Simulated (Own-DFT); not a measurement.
# Hybrid less PBE against volume: corundum Al2O3, 78 atoms (Al32O46), with two O vacancies

These are calculations. Each geometry was run twice at fixed positions with Own-DFT, a retired in-house plane-wave program that no person has reviewed: with PBE, and with HSE06 (exact exchange share 0.25 at short range, screening 0.11 per bohr, Gygi-Baldereschi treatment of its divergence). Both used PseudoDojo norm-conserving files made for PBE, a cutoff of 48 hartree, the Gamma point alone, fixed occupations, a neutral cell and no spin. The unstrained cell is 7.9 Å across at its thinnest, so Gamma alone is coarse and defects feel their images. The oxygen file's force components were 24 meV/Å off all-electron values in a glass.

Unstrained cell vectors in Å: (5.494, 0.000, 8.660); (-2.747, 4.758, 8.660); (-2.747, -4.758, 8.660), volume V0 = 679.1 Å³, from measured lattice constants. Each geometry has its own random strain of a few per cent, its own defect sites and random moves of rms u per axis. HSE06 gave the energy alone. D is its energy less that of PBE, over the lowest D shown. The PBE stress wasn't checked against mesh or cutoff.

```
run,V - V0 (Å³),u (Å),P with PBE (GPa),D (eV)
1,-16.5,0.0483,15.90,0.272
2,7.2,0.0327,4.83,1.143
3,-0.8,0.0498,9.99,0.877
4,-22.3,0.0470,17.54,0.000
5,-19.7,0.0553,18.36,0.130
6,-3.4,0.0322,8.83,0.690
7,-10.9,0.0519,13.65,0.564
8,-20.5,0.0284,14.78,0.032
9,1.9,0.0303,7.05,0.854
10,-13.8,0.0283,12.47,0.230
11,32.1,0.0301,-3.30,2.058
12,-18.5,0.0328,14.76,0.066
13,10.4,0.0291,3.77,?
```

## Fit

D = 0.74 + 0.0395 (V - V0) + 70 u² eV, with an error of 0.0008 on the volume slope, 14 on the last term and a scatter of 0.04 eV. Pressure is -dE/dV, and 1 eV/Å³ is 160.2 GPa, so HSE06 changes the pressure by -6.3 ± 0.1 GPa. With the ions held to the strained lattice, the PBE pressure falls by 242 ± 5 GPa per unit of volume strain; the shape of the strain isn't fitted, so the true error is larger, and a relaxed crystal would be softer. On that slope HSE06's volume at a given pressure is about 2.6 % smaller, or 0.9 % in lengths. At u = 0 and V0 the PBE pressure is 6.3 GPa, which puts the zero-pressure volume, against the measured cell and with the defects in, at +2.6 % for PBE and -0.0 % for HSE06, each good to a few tenths of a per cent.

## Prediction

Question: what D should run 13 give?

From the fit: 1.21 eV, with rows scattering by 0.04. The hidden result is 1.207 eV.
